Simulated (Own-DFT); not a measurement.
# Response to strain: wurtzite GaN, 72 atoms (Ga36N36)

All numbers below are calculated, not measured. They come from Own-DFT, an in-house plane-wave density functional program, since retired, whose code no person has reviewed. Each row is one single-point run on a periodic cell that was not relaxed, without spin or spin-orbit coupling.

Settings of every run: PBE; PseudoDojo norm-conserving scalar-relativistic files (stringent for Ga); cutoff 96 hartree; 4 x 4 x 3 k mesh centred on Gamma; Gaussian smearing of 0.01 eV.

Known limits: forces not confirmed at this smearing and k mesh; stress not checked against mesh or cutoff.

Unstrained cell vectors in Å: (9.567, 0.000, 0.000); (-4.784, 8.285, 0.000); (0.000, 0.000, 10.370). The unstrained cell has measured lattice constants (interpolated for alloys), not those of this functional. That, the random moves and any unrelaxed bonds set the pressure at no strain. Each run strains this cell uniformly, with the atoms carried along. Every atom was also moved at random, by a Gaussian of width 0.05 Å on each axis. Strain is the symmetric tensor, in per cent. Stress is positive in tension, and the pressure is minus a third of its trace.

```
run  e_xx (%)  e_yy (%)  e_zz (%)  s_xx (GPa)  s_yy (GPa)  s_zz (GPa)  P (GPa)  E (meV/atom)
  1      0.00      0.00      0.75       -9.01       -4.21       -3.96     5.73          12.6
  2      0.00      0.00      1.75       -6.12       -5.14        0.07     3.73           3.7
  3      0.00      0.00     -0.50       -5.37       -8.33      -10.37     8.02           6.1
  4      0.00      0.00     -1.25       -8.67       -9.12      -10.85     9.54          14.2
  5      0.00      0.00     -1.25       -7.51       -8.87      -12.66     9.68          16.2
  6      0.00      0.00      2.75       -4.81       -6.20        4.59     2.14           2.5
  7      0.00      0.00      0.75       -5.26       -5.81       -5.95     5.67           9.0
  8      0.00      0.00     -0.50       -7.49       -8.77       -8.93     8.40          19.0
  9      0.00      0.00      1.75       -6.60       -4.36       -0.01     3.65           0.0
 10      0.00      0.00      2.75       -5.30       -4.93        3.84     2.13           5.2
 11      0.00      0.00     -0.25           ?           ?           ?        ?             ?
```

E is the free energy for each atom above the lowest run shown.

## Worked fit

The change of volume is close to e_xx + e_yy + e_zz. A straight line through the runs shown gives P = 7.20 - 190 x (fractional change of volume) GPa, with an error of 4 on the slope and a scatter of 0.17 GPa. The strain isn't the same on all axes and the cell isn't cubic, so the slope belongs to this path and is not the bulk modulus.

## Withheld run

Question: what pressure should run 11 give? Its volume changes by -0.25 %.

The line gives 7.7 GPa. The calculation gave 7.83 GPa.
